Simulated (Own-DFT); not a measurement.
AlN (wurtzite, atoms displaced) (calculated)

All values are calculated (Own-DFT development build). A calculation, not a measurement: plane-wave PBE density functional theory by an unreviewed code, no spin, of a simulated periodic cell, stress positive in tension, free energy of the whole cell less one offset for each atom, forces on such cells passed a denser k mesh, this cell's mesh not checked; offsets are fitted by least squares, one for each functional and potential file, so energies compare only between cells with the same atoms and settings and are not formation energies; the far tail of each file's local potential was reset to the Coulomb form; each entry is a single point on an unrelaxed cell, so the pressure reflects the starting lattice, mostly measured values (interpolated for alloys), from which strain is counted, and rises with the displacements; printed positions are rounded, which can move forces by about a meV/angstrom; the program, named Own-DFT, is a retired in-house code; no spin-orbit coupling.

```yaml
- formula: AlN
  kind: "wurtzite, atoms displaced"
  structure:
    cell_angstrom: [[12.448, 0.0, 0.0], [-6.224, 10.7803, 0.0], [0.0, 0.0, 9.964]]
    atoms_fractional:
      - [Al, 0.09157, 0.17072, 0.99638]
      - [Al, 0.17563, 0.08841, 0.25443]
      - ["N", 0.08594, 0.17617, 0.18682]
      - ["N", 0.16786, 0.071, 0.45658]
      - [Al, 0.09719, 0.18309, 0.49894]
      - [Al, 0.15803, 0.0781, 0.76032]
      - ["N", 0.08414, 0.17176, 0.69939]
      - ["N", 0.14261, 0.07764, 0.94255]
      - [Al, 0.06099, 0.42282, 0.99828]
      - [Al, 0.15409, 0.32067, 0.27023]
      - ["N", 0.09349, 0.41729, 0.18055]
      - ["N", 0.15986, 0.32255, 0.45068]
      - [Al, 0.0794, 0.41299, 0.49915]
      - [Al, 0.15855, 0.31631, 0.74022]
      - ["N", 0.1003, 0.40972, 0.70095]
      - ["N", 0.17589, 0.35384, 0.95257]
      - [Al, 0.088, 0.66686, 0.99235]
      - [Al, 0.15324, 0.58518, 0.24921]
      - ["N", 0.08756, 0.66447, 0.19972]
      - ["N", 0.17077, 0.58833, 0.43346]
      - [Al, 0.08084, 0.66162, 0.48915]
      - [Al, 0.17323, 0.583, 0.75168]
      - ["N", 0.06473, 0.65536, 0.70148]
      - ["N", 0.16366, 0.57905, 0.93381]
      - [Al, 0.0853, 0.9245, 0.00687]
      - [Al, 0.18452, 0.84436, 0.24075]
      - ["N", 0.0836, 0.92548, 0.20192]
      - ["N", 0.16867, 0.83173, 0.44052]
      - [Al, 0.08583, 0.92332, 0.50201]
      - [Al, 0.16864, 0.82731, 0.74093]
      - ["N", 0.07867, 0.92348, 0.6963]
      - ["N", 0.17041, 0.82646, 0.96046]
      - [Al, 0.30984, 0.15205, 0.98715]
      - [Al, 0.42404, 0.09875, 0.25657]
      - ["N", 0.32762, 0.14807, 0.17096]
      - ["N", 0.40655, 0.08869, 0.43013]
      - [Al, 0.33912, 0.18199, 0.50079]
      - [Al, 0.41647, 0.09172, 0.74914]
      - ["N", 0.33106, 0.14477, 0.68851]
      - ["N", 0.40447, 0.08229, 0.94198]
      - [Al, 0.33748, 0.42565, 0.98892]
      - [Al, 0.41606, 0.3215, 0.25428]
      - ["N", 0.33139, 0.4114, 0.19199]
      - ["N", 0.42781, 0.31837, 0.42927]
      - [Al, 0.33432, 0.40209, 0.50368]
      - [Al, 0.40911, 0.33551, 0.73614]
      - ["N", 0.33913, 0.40618, 0.69353]
      - ["N", 0.42602, 0.34032, 0.95676]
      - [Al, 0.33904, 0.66645, 0.988]
      - [Al, 0.4351, 0.58587, 0.24767]
      - ["N", 0.32328, 0.66551, 0.17533]
      - ["N", 0.40251, 0.57677, 0.43036]
      - [Al, 0.34206, 0.66788, 0.50487]
      - [Al, 0.43848, 0.59503, 0.74879]
      - ["N", 0.33823, 0.67335, 0.67299]
      - ["N", 0.41541, 0.598, 0.94519]
      - [Al, 0.33824, 0.92774, 0.01573]
      - [Al, 0.40476, 0.82155, 0.23809]
      - ["N", 0.32045, 0.90397, 0.19562]
      - ["N", 0.41534, 0.81956, 0.4243]
      - [Al, 0.33766, 0.91967, 0.50298]
      - [Al, 0.40949, 0.82244, 0.73409]
      - ["N", 0.3285, 0.90531, 0.69194]
      - ["N", 0.40762, 0.81923, 0.93737]
      - [Al, 0.59285, 0.1753, 0.98235]
      - [Al, 0.66877, 0.08336, 0.26576]
      - ["N", 0.59233, 0.16888, 0.18538]
      - ["N", 0.65668, 0.07338, 0.45397]
      - [Al, 0.58862, 0.17293, 0.48828]
      - [Al, 0.66659, 0.07353, 0.77162]
      - ["N", 0.58321, 0.16523, 0.66154]
      - ["N", 0.67483, 0.0862, 0.93196]
      - [Al, 0.58139, 0.41208, 0.99912]
      - [Al, 0.65812, 0.31732, 0.23701]
      - ["N", 0.58397, 0.4264, 0.17584]
      - ["N", 0.65774, 0.32537, 0.45118]
      - [Al, 0.58672, 0.41185, 0.50648]
      - [Al, 0.67573, 0.35124, 0.74847]
      - ["N", 0.58396, 0.40951, 0.6955]
      - ["N", 0.64835, 0.32304, 0.9507]
      - [Al, 0.59293, 0.68504, 0.98246]
      - [Al, 0.66017, 0.59545, 0.246]
      - ["N", 0.5791, 0.65974, 0.20482]
      - ["N", 0.66287, 0.56478, 0.44271]
      - [Al, 0.59158, 0.66848, 0.50382]
      - [Al, 0.66386, 0.58733, 0.74775]
      - ["N", 0.58591, 0.67132, 0.69674]
      - ["N", 0.67398, 0.57319, 0.95003]
      - [Al, 0.59507, 0.92079, 0.99198]
      - [Al, 0.6699, 0.83014, 0.24049]
      - ["N", 0.58726, 0.90724, 0.19056]
      - ["N", 0.66965, 0.8353, 0.44405]
      - [Al, 0.57957, 0.91737, 0.50173]
      - [Al, 0.64395, 0.81879, 0.75597]
      - ["N", 0.5827, 0.91407, 0.67422]
      - ["N", 0.66777, 0.82858, 0.93034]
      - [Al, 0.84472, 0.1663, 0.99998]
      - [Al, 0.92684, 0.09648, 0.24753]
      - ["N", 0.83102, 0.16534, 0.18759]
      - ["N", 0.90858, 0.07551, 0.43414]
      - [Al, 0.83142, 0.16792, 0.51318]
      - [Al, 0.91763, 0.07754, 0.73426]
      - ["N", 0.83782, 0.1672, 0.69242]
      - ["N", 0.9067, 0.08447, 0.96627]
      - [Al, 0.82838, 0.40852, 0.98688]
      - [Al, 0.9073, 0.33598, 0.24944]
      - ["N", 0.84744, 0.41486, 0.18979]
      - ["N", 0.91765, 0.33362, 0.44791]
      - [Al, 0.81843, 0.41953, 0.50202]
      - [Al, 0.92911, 0.34777, 0.74294]
      - ["N", 0.83681, 0.41131, 0.68534]
      - ["N", 0.8988, 0.31236, 0.93386]
      - [Al, 0.82502, 0.67483, 0.00284]
      - [Al, 0.92018, 0.58316, 0.27196]
      - ["N", 0.82684, 0.64782, 0.20181]
      - ["N", 0.92417, 0.58469, 0.43633]
      - [Al, 0.84294, 0.67147, 0.51727]
      - [Al, 0.9202, 0.58123, 0.74138]
      - ["N", 0.82537, 0.66506, 0.6933]
      - ["N", 0.91671, 0.57892, 0.97328]
      - [Al, 0.82914, 0.91723, 0.99642]
      - [Al, 0.91817, 0.82674, 0.25992]
      - ["N", 0.8393, 0.92313, 0.18481]
      - ["N", 0.91246, 0.84739, 0.43]
      - [Al, 0.83683, 0.91228, 0.49512]
      - [Al, 0.92265, 0.81645, 0.72916]
      - ["N", 0.8226, 0.91639, 0.69416]
      - ["N", 0.9229, 0.83643, 0.94481]
  settings:
    functional: PBE
    potential_files: "PseudoDojo norm-conserving, scalar-relativistic, standard set"
    "wave_cutoff [hartree]": 42.0
    occupations: Fermi-Dirac
    "smearing_width [eV]": 0.1
    hardware: "one NVIDIA H100"
    k_mesh: "2 x 2 x 2 centred on Gamma"
  results:
    "free_energy_of_cell_above_offsets [eV]": "-14.758"
    "pressure [GPa]": 13.44
    "stress_xx [GPa]": -13.1
    "stress_yy [GPa]": -16.44
    "stress_zz [GPa]": -10.79
    "stress_yz [GPa]": 2.11
    "stress_xz [GPa]": -0.16
    "stress_xy [GPa]": 2.3
    force_element: [Al, Al, "N", "N", Al, Al, "N", "N", Al, Al, "N", "N", Al, Al, "N", "N", Al, Al, "N", "N", Al, Al, "N", "N", Al, Al, "N", "N", Al, Al, "N", "N", Al, Al, "N", "N", Al, Al, "N", "N", Al, Al, "N", "N", Al, Al, "N", "N", Al, Al, "N", "N", Al, Al, "N", "N", Al, Al, "N", "N", Al, Al, "N", "N", Al, Al, "N", "N", Al, Al, "N", "N", Al, Al, "N", "N", Al, Al, "N", "N", Al, Al, "N", "N", Al, Al, "N", "N", Al, Al, "N", "N", Al, Al, "N", "N", Al, Al, "N", "N", Al, Al, "N", "N", Al, Al, "N", "N", Al, Al, "N", "N", Al, Al, "N", "N", Al, Al, "N", "N", Al, Al, "N", "N", Al, Al, "N", "N"]
    "force_x [eV/angstrom]": [-5.829, -1.613, 2.087, -1.06, -0.888, 0.561, 1.343, 4.74, 3.891, 1.109, -2.79, 0.683, 0.655, 2.456, -4.899, -1.065, -0.62, 6.827, -5.165, 0.093, 2.209, -0.077, 6.672, -0.181, 0.249, -10.52, 1.21, -1.048, 0.596, -1.406, 2.57, -1.526, 2.03, 0.871, -0.872, 2.154, 0.414, 6.565, -7.387, 2.191, 0.519, -1.058, 0.797, -1.966, -0.778, 8.788, -6.911, -3.945, -6.564, -8.979, 1.388, 3.522, -1.762, -6.462, 0.654, 7.998, 0.63, 1.735, 9.704, -0.721, -0.177, 0.567, 0.041, 0.948, -0.695, 1.062, -0.862, 0.798, -1.061, -0.233, -0.403, -1.104, -0.483, 0.131, 0.886, 1.161, -0.843, 1.708, -3.248, 3.364, -0.141, 7.36, 0.988, -0.493, -1.016, 1.174, 2.865, -3.91, -2.581, 0.6, -2.141, 0.041, 0.747, 1.971, -0.743, -0.323, -5.94, -1.295, -0.618, 0.952, 0.249, -1.699, -0.333, 7.495, -0.551, 6.821, -7.04, -1.684, 3.222, 1.594, -2.05, -0.266, 4.65, 0.033, -1.374, -2.873, -1.376, -5.278, 1.606, -0.985, 2.546, -0.559, -0.049, 5.865, -5.666, -3.617, 1.703, -1.253]
    "force_y [eV/angstrom]": [4.203, -0.697, -2.169, 7.717, -11.32, 0.986, -6.367, -0.805, -1.4, 4.425, -0.431, 7.458, 1.978, 6.429, 3.254, -3.482, -1.295, -2.932, 3.192, -1.836, 1.771, -0.671, 3.88, 1.02, -3.618, -5.867, -1.133, 0.324, -4.345, 0.294, -2.034, 3.535, 3.422, -2.716, 2.032, -0.639, -7.74, -3.277, 4.961, 0.46, -0.726, 2.282, -0.105, 4.933, 2.957, -5.257, 4.689, -2.518, 0.422, -4.645, -1.241, -1.263, -0.899, -3.87, -3.772, -3.208, -2.633, 0.373, 6.933, 2.796, -0.547, 3.703, 1.85, 5.187, -6.229, -1.432, -4.12, 3.12, -4.425, 1.013, 0.106, -0.31, 1.073, 6.943, -2.108, 3.367, -0.623, -4.78, 2.801, 4.825, -7.964, -5.227, 6.723, 3.91, -0.269, -2.167, -1.755, 2.181, -1.022, 1.171, 1.736, -1.368, -2.55, 6.114, -0.745, 4.713, 1.357, -2.386, 0.772, 2.521, -1.166, 0.532, 0.351, -3.341, 0.58, -3.578, 2.513, -0.103, -0.778, -3.825, 2.313, 5.073, -0.438, -0.591, 3.291, -0.751, -0.77, -3.236, -3.187, 0.149, 0.739, 0.166, -1.94, -4.092, 2.987, 5.205, -2.352, -0.73]
    "force_z [eV/angstrom]": [2.339, 0.344, 0.859, -2.553, 2.554, -1.969, -2.612, -1.8, 0.793, -4.588, 2.483, -1.091, 0.334, 5.339, -2.739, -2.892, 2.485, -0.142, -1.709, 2.484, 0.964, -0.912, -3.099, -0.382, 1.229, 3.865, -0.934, 0.942, 0.161, 1.985, -1.486, -2.417, 0.912, -2.757, 2.006, 2.419, 2.094, 1.39, -1.239, -1.229, 2.936, -5.356, 1.285, 1.964, -2.221, 5.442, -3.045, -3.913, 4.266, 0.717, 0.703, 2.534, -5.577, 1.207, 4.65, -3.903, -2.163, 0.313, -2.519, 2.056, -1.678, 2.914, -0.871, -1.635, 2.495, -1.942, -0.591, -2.418, 0.222, -10.72, 7.036, 6.778, 0.816, 1.035, 4.09, -3.307, -0.431, 1.035, -1.075, -3.678, 3.971, 1.768, -5.006, 0.844, -2.089, 1.824, -2.229, -3.372, 2.117, 2.349, -1.428, -0.641, -3.18, -3.039, 5.437, 0.534, 2.62, -0.381, 1.373, 1.495, -2.038, 1.783, 1.371, -4.329, 2.653, 1.977, -1.5, -0.321, -1.398, 0.775, 0.721, -1.514, 2.13, -8.718, -0.249, 6.876, -5.459, 4.042, -0.065, -3.959, 0.365, -4.388, 0.66, 3.519, 2.443, 4.791, -0.713, -1.303]
    "wall_time [s]": 414.7
```
